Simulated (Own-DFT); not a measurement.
# Computed records: Al$_{16}$O$_{23}$ (corundum with two vacancies, atoms displaced), Al$_{31}$GaO$_{48}$ (corundum with substituted atoms, atoms displaced)

Computed with Own-DFT development build. A calculation, not a measurement: plane-wave PBE density functional theory by an unreviewed code, no spin, of a simulated periodic cell, stress positive in tension, free energy of the whole cell less one offset for each atom, defect cell not probed for a lower state with spin; oxygen file: force components 24 meV/angstrom off all-electron in one glass; forces on such cells passed a denser k mesh, this cell's mesh not checked; offsets are fitted by least squares, one for each functional and potential file, so energies compare only between cells with the same atoms and settings and are not formation energies; the far tail of each file's local potential was reset to the Coulomb form; each entry is a single point on an unrelaxed cell, so the pressure reflects the starting lattice, mostly measured values, from which strain is counted, and rises with the displacements; printed positions are rounded, which can move forces by about a meV/angstrom; the program is a retired in-house code; no spin-orbit coupling; before rounding, a Quantum ESPRESSO 7.3.1 run of the same cell and cutoff gave forces within 1 meV/angstrom rms on each cell, which checks the program and not the settings.

Settings shared by all entries: functional PBE; potential files PseudoDojo norm-conserving, scalar-relativistic, standard set; wave cutoff 72 hartree; occupations Fermi-Dirac; smearing width 0.1 eV; k mesh 3 x 3 x 3 centred on Gamma.

(1) Al$_{16}$O$_{23}$ (corundum with two vacancies, atoms displaced)

```
Al16O23
1.0
      5.4940     0.0000     8.6604
     -2.7470     4.7579     8.6604
     -2.7470    -4.7579     8.6604
Al O Al O Al O Al O Al O Al O Al O Al O
4 6 4 6 4 6 4 6 4 5 4 6 4 6 4 5
Direct
  0.16247 0.18177 0.17353
  0.32654 0.32361 0.32056
  0.42435 0.42880 0.42678
  0.06925 0.07009 0.08217
  0.27265 0.47159 0.12894
  0.46793 0.11893 0.28478
  0.11403 0.28057 0.47362
  0.22114 0.02781 0.37395
  0.03085 0.36661 0.22753
  0.37897 0.21622 0.03127
  0.17900 0.17367 0.67498
  0.32455 0.32163 0.82173
  0.42574 0.42942 0.91695
  0.06961 0.07507 0.57785
  0.27571 0.47060 0.62494
  0.46976 0.12680 0.77781
  0.12815 0.27525 0.96940
  0.22237 0.02939 0.87524
  0.02893 0.37721 0.72087
  0.37242 0.22081 0.53440
  0.17403 0.67442 0.18048
  0.32463 0.81804 0.32896
  0.43194 0.92194 0.42750
  0.07447 0.57834 0.06958
  0.27743 0.96863 0.12900
  0.47308 0.62192 0.28331
  0.12821 0.77577 0.47352
  0.22216 0.52629 0.37847
  0.03581 0.87479 0.21799
  0.37104 0.72183 0.03167
  0.17478 0.68046 0.67357
  0.32791 0.82141 0.82643
  0.42472 0.92775 0.92537
  0.07214 0.57351 0.57238
  0.28300 0.95840 0.63265
  0.46462 0.62359 0.78148
  0.12451 0.78133 0.97108
  0.22631 0.52075 0.88135
  0.02390 0.87029 0.72151
  0.37411 0.72761 0.52727
  0.67096 0.16738 0.18196
  0.82584 0.32175 0.32505
  0.92942 0.42066 0.43087
  0.57650 0.07606 0.06944
  0.77835 0.47111 0.12243
  0.97114 0.13020 0.27848
  0.72280 0.03093 0.37015
  0.52753 0.37857 0.21682
  0.86916 0.22105 0.03190
  0.67777 0.17605 0.67360
  0.82569 0.32510 0.82253
  0.92555 0.42824 0.92377
  0.56709 0.08041 0.57149
  0.77850 0.47092 0.62244
  0.97458 0.11913 0.78118
  0.62573 0.28086 0.96906
  0.72165 0.02531 0.87884
  0.52629 0.37465 0.72954
  0.88127 0.22570 0.52148
  0.68438 0.66515 0.17248
  0.82850 0.82037 0.32593
  0.92810 0.92427 0.42819
  0.57307 0.57642 0.07420
  0.77968 0.97068 0.12676
  0.97163 0.62108 0.28203
  0.62529 0.78003 0.47233
  0.72005 0.52810 0.37413
  0.52411 0.87532 0.22302
  0.87852 0.72232 0.02325
  0.66975 0.67850 0.67825
  0.82237 0.82080 0.82420
  0.93029 0.92808 0.91648
  0.57109 0.57765 0.57210
  0.97508 0.61639 0.78216
  0.62128 0.78216 0.97027
  0.71840 0.52623 0.87853
  0.52735 0.87480 0.72060
  0.87849 0.72342 0.52508
```

```
free energy of cell above offsets : -53.152 eV
pressure                          : 7.08 GPa
stress xx                         : -7.26 GPa
stress yy                         : -7.03 GPa
stress zz                         : -6.94 GPa
stress yz                         : -0.34 GPa
stress xz                         : -0.19 GPa
stress xy                         : 0.55 GPa
```

Force:
| element | x (eV/Å) | y (eV/Å) | z (eV/Å) |
| --- | --- | --- | --- |
| Al | 2.653 | -1.057 | 1.94 |
| Al | -0.529 | -0.011 | -0.421 |
| Al | 0.825 | -0.369 | -0.031 |
| Al | 0.678 | 1.611 | -0.206 |
| O | 0.486 | 0.325 | 0.17 |
| O | 0.071 | 1.085 | 1.183 |
| O | 2.507 | -1.264 | 2.323 |
| O | -0.718 | -0.433 | 0.281 |
| O | -0.964 | 1.877 | 0.306 |
| O | -0.719 | 0.668 | -0.709 |
| Al | -0.604 | -0.521 | -0.117 |
| Al | -0.4 | -0.262 | 0.781 |
| Al | -0.493 | -2.318 | 0.718 |
| Al | 1.767 | 0.362 | -0.648 |
| O | 0.037 | -0.09 | 0.791 |
| O | 0.644 | -0.091 | -0.174 |
| O | -0.725 | 0.052 | -0.261 |
| O | -0.034 | -0.061 | -0.047 |
| O | 0.021 | -0.578 | -0.892 |
| O | 0.043 | 0.927 | -0.829 |
| Al | 0.625 | 0.139 | -0.487 |
| Al | 0.099 | 1.798 | 1.047 |
| Al | -0.983 | 0.578 | -1.388 |
| Al | 0.096 | -1.247 | 0.256 |
| O | -0.124 | 0.321 | -0.498 |
| O | 0.381 | 0.42 | -0.453 |
| O | -0.424 | -0.164 | -0.621 |
| O | 0.135 | 0.246 | -0.385 |
| O | -1.036 | -1.233 | -0.393 |
| O | 0.604 | 0.15 | 0.266 |
| Al | 0.64 | -1.084 | -0.185 |
| Al | -0.935 | -0.357 | -0.321 |
| Al | -0.827 | -0.226 | 0.233 |
| Al | 0.167 | -0.344 | 0.771 |
| O | -0.79 | 1.571 | -0.062 |
| O | 0.77 | 1.015 | 0.975 |
| O | -0.046 | -0.31 | -0.337 |
| O | -0.556 | 1.497 | -1.202 |
| O | -0.267 | 0.804 | 1.148 |
| O | 0.08 | -1.112 | -0.504 |
| Al | 0.337 | 1.708 | 0.489 |
| Al | -1.239 | -0.156 | 0.053 |
| Al | -0.888 | 1.628 | -1.117 |
| Al | -0.716 | -1.006 | -0.465 |
| O | -0.078 | -0.135 | 0.419 |
| O | 0.196 | -0.883 | -1.556 |
| O | -0.235 | -1.096 | 0.616 |
| O | -0.277 | -1.065 | -0.2 |
| O | 0.73 | 0.132 | 0.5 |
| Al | 0.118 | -0.096 | -0.239 |
| Al | -0.398 | -0.587 | -0.076 |
| Al | 0.386 | -1.094 | -0.608 |
| Al | 1.272 | -0.344 | 1.023 |
| O | -0.717 | -0.233 | 0.661 |
| O | -0.076 | 1.102 | 0.228 |
| O | -0.158 | -0.49 | -0.296 |
| O | 0.716 | 0.996 | -0.464 |
| O | 1.289 | 0.993 | -1.279 |
| O | -1.396 | -1.463 | -0.837 |
| Al | -1.64 | 0.781 | 1.285 |
| Al | -0.167 | 0.497 | -0.573 |
| Al | -1.079 | -0.018 | 0.639 |
| Al | -0.17 | -0.23 | -0.68 |
| O | 0.248 | 0.018 | -0.467 |
| O | -0.161 | 0.5 | 0.261 |
| O | 0.475 | -0.632 | 0.242 |
| O | 0.157 | -0.262 | 0.201 |
| O | 1.248 | -0.202 | 0.155 |
| O | -0.276 | -0.54 | -0.344 |
| Al | 0.915 | -0.297 | -0.006 |
| Al | 0.081 | 0.847 | -0.145 |
| Al | -0.858 | -1.65 | 0.222 |
| Al | 0.571 | -0.324 | -0.134 |
| O | -0.394 | 1.1 | 0.442 |
| O | 0.46 | -0.652 | -0.098 |
| O | 0.2 | 0.96 | -0.039 |
| O | 0.006 | 0.134 | 0.585 |
| O | -0.64 | -0.256 | -0.415 |

(2) Al$_{16}$O$_{23}$ (corundum with two vacancies, atoms displaced)

```
Al16O23
1.0
      5.4940     0.0000     8.6604
     -2.7470     4.7579     8.6604
     -2.7470    -4.7579     8.6604
Al O Al O Al O Al O Al O Al O Al O Al O
4 6 4 5 4 6 4 6 4 5 4 6 4 6 4 6
Direct
  0.17643 0.17754 0.17615
  0.31603 0.32999 0.32755
  0.42846 0.42879 0.42587
  0.07002 0.07733 0.07483
  0.27671 0.47447 0.12286
  0.47078 0.13022 0.28003
  0.12137 0.28018 0.47392
  0.21755 0.03258 0.37471
  0.02737 0.37590 0.22154
  0.37596 0.21828 0.03131
  0.17574 0.17584 0.67931
  0.32614 0.32634 0.82021
  0.42228 0.43355 0.92244
  0.07930 0.07435 0.57179
  0.28499 0.46919 0.62140
  0.47406 0.12578 0.77546
  0.21792 0.02418 0.87861
  0.02016 0.36984 0.72912
  0.37477 0.22287 0.52368
  0.16777 0.68702 0.17018
  0.32374 0.82483 0.32793
  0.41817 0.93173 0.42537
  0.06971 0.57230 0.08106
  0.27791 0.97197 0.12557
  0.47076 0.62423 0.27462
  0.12668 0.77892 0.46920
  0.22046 0.53340 0.37388
  0.02605 0.88025 0.22150
  0.36956 0.72431 0.02953
  0.17643 0.67905 0.67417
  0.32513 0.82368 0.82488
  0.42128 0.92242 0.93068
  0.07812 0.57354 0.57378
  0.28113 0.97699 0.62062
  0.47700 0.62157 0.77779
  0.13037 0.77656 0.97265
  0.22069 0.52469 0.87707
  0.03195 0.86782 0.72265
  0.37818 0.72057 0.52370
  0.68160 0.17816 0.17423
  0.82432 0.32359 0.32184
  0.93187 0.42733 0.42189
  0.57560 0.07268 0.06968
  0.78107 0.47172 0.12623
  0.62236 0.27858 0.47451
  0.72113 0.03412 0.37334
  0.52336 0.37669 0.22620
  0.87789 0.21579 0.02926
  0.67477 0.17510 0.67827
  0.82368 0.32685 0.82360
  0.92899 0.42545 0.92096
  0.57617 0.07228 0.57155
  0.77659 0.47460 0.62321
  0.97653 0.12899 0.77213
  0.62446 0.27376 0.97764
  0.71835 0.02989 0.87459
  0.53244 0.37255 0.71981
  0.87246 0.22497 0.52916
  0.67726 0.67917 0.17735
  0.82052 0.82840 0.32003
  0.92052 0.92715 0.43264
  0.57281 0.57521 0.07263
  0.77777 0.97415 0.12180
  0.96810 0.62977 0.27770
  0.62174 0.77681 0.47418
  0.72907 0.53253 0.36929
  0.52407 0.87516 0.22504
  0.87157 0.72206 0.03550
  0.67071 0.67819 0.67958
  0.82686 0.82765 0.81977
  0.92575 0.92327 0.93220
  0.57685 0.57195 0.57393
  0.77749 0.96935 0.62953
  0.97244 0.62583 0.78018
  0.62151 0.77680 0.97605
  0.72015 0.52380 0.87431
  0.51827 0.88067 0.72362
  0.87479 0.72746 0.53258
```

```
free energy of cell above offsets : -53.806 eV
pressure                          : 6.87 GPa
stress xx                         : -7.34 GPa
stress yy                         : -7.12 GPa
stress zz                         : -6.15 GPa
stress yz                         : 0.4 GPa
stress xz                         : 0.36 GPa
stress xy                         : -0.39 GPa
```

Force:
| element | x (eV/Å) | y (eV/Å) | z (eV/Å) |
| --- | --- | --- | --- |
| Al | -0.072 | 0.49 | -1.102 |
| Al | 1.222 | 0.209 | 0.311 |
| Al | 0.491 | 0.111 | -1.106 |
| Al | 0.313 | -0.199 | 1.24 |
| O | -0.482 | -0.206 | 0.074 |
| O | 0.251 | -0.568 | -0.92 |
| O | 0.417 | 0.371 | 0.181 |
| O | 0.318 | -0.454 | 0.046 |
| O | 0.282 | -0.117 | 0.329 |
| O | -0.188 | 0.668 | -0.151 |
| Al | 0.359 | 0.145 | -0.055 |
| Al | -0.435 | -1.076 | -0.461 |
| Al | 0.613 | -1.562 | 0.008 |
| Al | -1.454 | -0.167 | -0.222 |
| O | -1.178 | 0.187 | 0.102 |
| O | -0.314 | -0.589 | -0.399 |
| O | -0.202 | 0.364 | 0.577 |
| O | 0.797 | 1.544 | 1.272 |
| O | -0.564 | -0.611 | 0.572 |
| Al | 0.651 | -1.398 | 0.999 |
| Al | 0.548 | 0.434 | -1.272 |
| Al | 1.281 | 0.316 | 1.074 |
| Al | 0.843 | 0.549 | -0.371 |
| O | -0.252 | -0.134 | 0.151 |
| O | -0.34 | 0.211 | 1.147 |
| O | -0.217 | -0.378 | 0.385 |
| O | -0.313 | 0.013 | -0.599 |
| O | -0.275 | -0.283 | -0.549 |
| O | 0.721 | -0.004 | 0.161 |
| Al | 0.575 | -0.709 | -0.449 |
| Al | 0.061 | 0.424 | -0.272 |
| Al | 0.004 | 0.766 | 0.769 |
| Al | -0.291 | 0.125 | -0.41 |
| O | -0.266 | -0.822 | -0.528 |
| O | -0.995 | 0.453 | -0.025 |
| O | -0.9 | 0.529 | -1.212 |
| O | -0.082 | 0.527 | 0.375 |
| O | -0.909 | 0.801 | 1.164 |
| O | -0.595 | -0.405 | 0.299 |
| Al | -1.735 | 0.075 | -0.94 |
| Al | 0.605 | -0.727 | -0.05 |
| Al | -1.279 | -0.688 | -0.557 |
| Al | -1.006 | -0.152 | 1.04 |
| O | 0.103 | 0.689 | -0.872 |
| O | 0.522 | 0.099 | 0.253 |
| O | 0.453 | -0.577 | -0.363 |
| O | 0.817 | 0.616 | 0.11 |
| O | -0.537 | 0.643 | 0.058 |
| Al | 0.332 | 0.633 | -0.238 |
| Al | -0.163 | -0.286 | -1.323 |
| Al | 0.02 | -1.15 | 1.186 |
| Al | -1.268 | 0.314 | 0.301 |
| O | 0.368 | -0.107 | 0.288 |
| O | -0.38 | -1.363 | -0.871 |
| O | 0.147 | 1.121 | -0.093 |
| O | 0.961 | -0.478 | 0.247 |
| O | -0.903 | 0.166 | 0.364 |
| O | 0.505 | -0.336 | -0.021 |
| Al | -0.251 | -0.398 | -1.169 |
| Al | -0.59 | -0.682 | 0.573 |
| Al | 0.965 | 1.088 | 0.211 |
| Al | -0.182 | -0.634 | 0.28 |
| O | -0.086 | -0.594 | 0.251 |
| O | 0.372 | 0.09 | 0.294 |
| O | 0.06 | 0.692 | 0.536 |
| O | -0.617 | -0.523 | -0.36 |
| O | 0.168 | 0.477 | 0.327 |
| O | 0.644 | 0.999 | 0.243 |
| Al | 0.923 | 0.605 | -0.062 |
| Al | -0.599 | -1.149 | -0.196 |
| Al | 0.595 | 1.12 | -0.127 |
| Al | 0.566 | 0.437 | -0.014 |
| O | -0.259 | 0.477 | -0.198 |
| O | 0.363 | 0.032 | -0.441 |
| O | 0.659 | 0.597 | 0.114 |
| O | -0.531 | -0.05 | 1.046 |
| O | 1.105 | -0.348 | 0.09 |
| O | -0.294 | -0.284 | -1.052 |

(3) Al$_{31}$GaO$_{48}$ (corundum with substituted atoms, atoms displaced)

```
Al31GaO48
1.0
      5.4940     0.0000     8.6604
     -2.7470     4.7579     8.6604
     -2.7470    -4.7579     8.6604
Al O Al O Al O Al O Ga Al O Al O Al O Al O
4 6 4 6 4 6 4 6 1 3 6 4 6 4 6 4 6
Direct
  0.17986 0.17387 0.17311
  0.32410 0.32714 0.32637
  0.43016 0.43135 0.41882
  0.08117 0.07528 0.07428
  0.28193 0.46758 0.12918
  0.47528 0.11829 0.28294
  0.12765 0.27984 0.46934
  0.22004 0.03380 0.36983
  0.02356 0.37537 0.22297
  0.38225 0.22031 0.02594
  0.17126 0.17762 0.67939
  0.32541 0.32265 0.82192
  0.42935 0.42359 0.92146
  0.07474 0.07278 0.57441
  0.27933 0.47464 0.62719
  0.47324 0.12764 0.78022
  0.12096 0.28767 0.96408
  0.22012 0.03578 0.87312
  0.03118 0.37212 0.71946
  0.37036 0.22822 0.52771
  0.17371 0.67553 0.17920
  0.32512 0.81872 0.32297
  0.43084 0.92786 0.42552
  0.07990 0.57463 0.06875
  0.27354 0.96885 0.13113
  0.46991 0.62827 0.27467
  0.12896 0.77473 0.47110
  0.22459 0.52644 0.37072
  0.03188 0.88152 0.21143
  0.37310 0.72601 0.02353
  0.17299 0.67306 0.67844
  0.32219 0.82331 0.82413
  0.42876 0.92691 0.92445
  0.08051 0.56626 0.57452
  0.27726 0.97313 0.62606
  0.47239 0.62126 0.77404
  0.12086 0.78062 0.97096
  0.22241 0.52830 0.87381
  0.02822 0.87700 0.72424
  0.37704 0.72304 0.52234
  0.67117 0.17707 0.17834
  0.82567 0.32253 0.32470
  0.92735 0.42606 0.42224
  0.58500 0.07102 0.07106
  0.77630 0.46968 0.12831
  0.97310 0.12660 0.27690
  0.61645 0.28251 0.47318
  0.72104 0.03026 0.37684
  0.52643 0.38086 0.22053
  0.87543 0.22137 0.02941
  0.67546 0.17940 0.67042
  0.82906 0.32077 0.81853
  0.92754 0.41772 0.93377
  0.57807 0.07974 0.57021
  0.77016 0.47433 0.63047
  0.97103 0.13076 0.77024
  0.63115 0.27598 0.97063
  0.72529 0.03003 0.87362
  0.53329 0.37170 0.72352
  0.87161 0.22208 0.53220
  0.67528 0.67689 0.17789
  0.82086 0.82349 0.33258
  0.92198 0.92586 0.43065
  0.57037 0.57497 0.07501
  0.77836 0.97516 0.12298
  0.96698 0.62416 0.27848
  0.62269 0.77955 0.46979
  0.71851 0.53150 0.37479
  0.52295 0.88308 0.22455
  0.87941 0.71564 0.03164
  0.67629 0.67857 0.67726
  0.82921 0.81622 0.82794
  0.92308 0.92145 0.93400
  0.56951 0.57249 0.58022
  0.77729 0.97502 0.62558
  0.97074 0.62609 0.77189
  0.62848 0.76883 0.97369
  0.71616 0.52427 0.88078
  0.52854 0.87732 0.71708
  0.87145 0.72376 0.53170
```

```
free energy of cell above offsets : -56.634 eV
pressure                          : 8.72 GPa
stress xx                         : -9.29 GPa
stress yy                         : -8.4 GPa
stress zz                         : -8.47 GPa
stress yz                         : -0.01 GPa
stress xz                         : 0.09 GPa
stress xy                         : 0.2 GPa
```

Force:
| element | x (eV/Å) | y (eV/Å) | z (eV/Å) |
| --- | --- | --- | --- |
| Al | -0.425 | -0.009 | 1.132 |
| Al | 0.409 | -0.704 | -0.819 |
| Al | -0.891 | -0.746 | -0.411 |
| Al | -0.872 | 0.121 | -1.495 |
| O | -0.083 | 1.191 | -0.805 |
| O | -1.24 | 1.025 | 0.187 |
| O | -0.472 | -0.008 | -0.417 |
| O | -0.204 | -0.932 | 0.379 |
| O | 0.781 | 0.383 | 0.239 |
| O | -0.755 | 0.029 | -0.705 |
| Al | 1.117 | 0.213 | -0.424 |
| Al | -0.218 | 0.055 | 0.718 |
| Al | -0.01 | -0.899 | 0.722 |
| Al | 0.216 | 0.457 | 0.031 |
| O | 0.63 | 0.312 | -0.952 |
| O | 0.372 | -0.45 | -0.798 |
| O | 1.559 | -1.61 | 1.226 |
| O | 0.539 | -0.517 | 0.088 |
| O | -0.864 | 0.383 | 0.465 |
| O | 0.612 | -0.399 | 0.475 |
| Al | 0.049 | 0.745 | -0.313 |
| Al | -0.865 | 0.227 | 1.705 |
| Al | -0.821 | -0.32 | -1.33 |
| Al | -0.358 | -1.063 | 0.084 |
| O | 0.947 | 1.195 | -0.051 |
| O | 0.261 | -0.05 | 0.018 |
| O | -0.755 | 0.09 | -0.63 |
| O | -0.987 | -0.042 | 0.992 |
| O | -0.678 | -1.621 | -0.245 |
| O | -0.044 | -0.279 | 0.077 |
| Al | 0.39 | 1.029 | 0.736 |
| Al | 0.163 | 0.192 | 0.083 |
| Al | -0.023 | -0.015 | -0.482 |
| Al | -0.604 | 0.431 | -0.066 |
| O | 0.162 | -0.049 | -0.127 |
| O | -1.267 | 0.213 | 0.982 |
| O | 0.765 | -0.536 | 0.517 |
| O | 0.142 | -0.219 | 0.01 |
| O | 0.438 | -0.642 | -0.954 |
| O | -0.557 | -0.587 | -0.041 |
| Ga | 0.617 | 0.694 | 1.227 |
| Al | -0.241 | 0.358 | 0.094 |
| Al | -0.544 | -0.545 | 0.239 |
| Al | -1.205 | 0.175 | -0.435 |
| O | -0.001 | 0.019 | 0.155 |
| O | -0.152 | -0.332 | -0.276 |
| O | 1.264 | -0.081 | 0.903 |
| O | 0.445 | -1.319 | 0.557 |
| O | -0.95 | -0.147 | 0.229 |
| O | 1.345 | 0.565 | 0.709 |
| Al | -0.055 | -1.112 | 1.029 |
| Al | -1.178 | -0.022 | 0.62 |
| Al | -1.595 | 1.397 | -1.189 |
| Al | -1.1 | -0.544 | -1.147 |
| O | 1.272 | 0.66 | -0.123 |
| O | 0.29 | -1.181 | -0.022 |
| O | -0.673 | 0.794 | -1.248 |
| O | 0.277 | -0.425 | -0.72 |
| O | -0.368 | 0.205 | -0.66 |
| O | 0.358 | 0.663 | -0.217 |
| Al | -0.094 | -0.041 | 0.179 |
| Al | 0.597 | 0.797 | -0.867 |
| Al | 1.066 | 0.467 | 0.341 |
| Al | 0.737 | 0.486 | -0.116 |
| O | 0.933 | -1.481 | -0.422 |
| O | 0.119 | 0.518 | 1.148 |
| O | 0.527 | -0.478 | 0.916 |
| O | 0.036 | -0.594 | -0.073 |
| O | 1.516 | -0.238 | -1.22 |
| O | -0.585 | 0.698 | -0.641 |
| Al | -0.124 | -0.914 | -0.734 |
| Al | -0.613 | 0.836 | 0.118 |
| Al | 0.333 | 1.483 | -0.058 |
| Al | 0.661 | 1.012 | -0.08 |
| O | 0.053 | -0.198 | -0.074 |
| O | -0.138 | -0.755 | 0.382 |
| O | -0.434 | 1.004 | 0.66 |
| O | 0.5 | 0.637 | 0.264 |
| O | -0.367 | 0.001 | 0.603 |
| O | 0.914 | 0.346 | 0.144 |
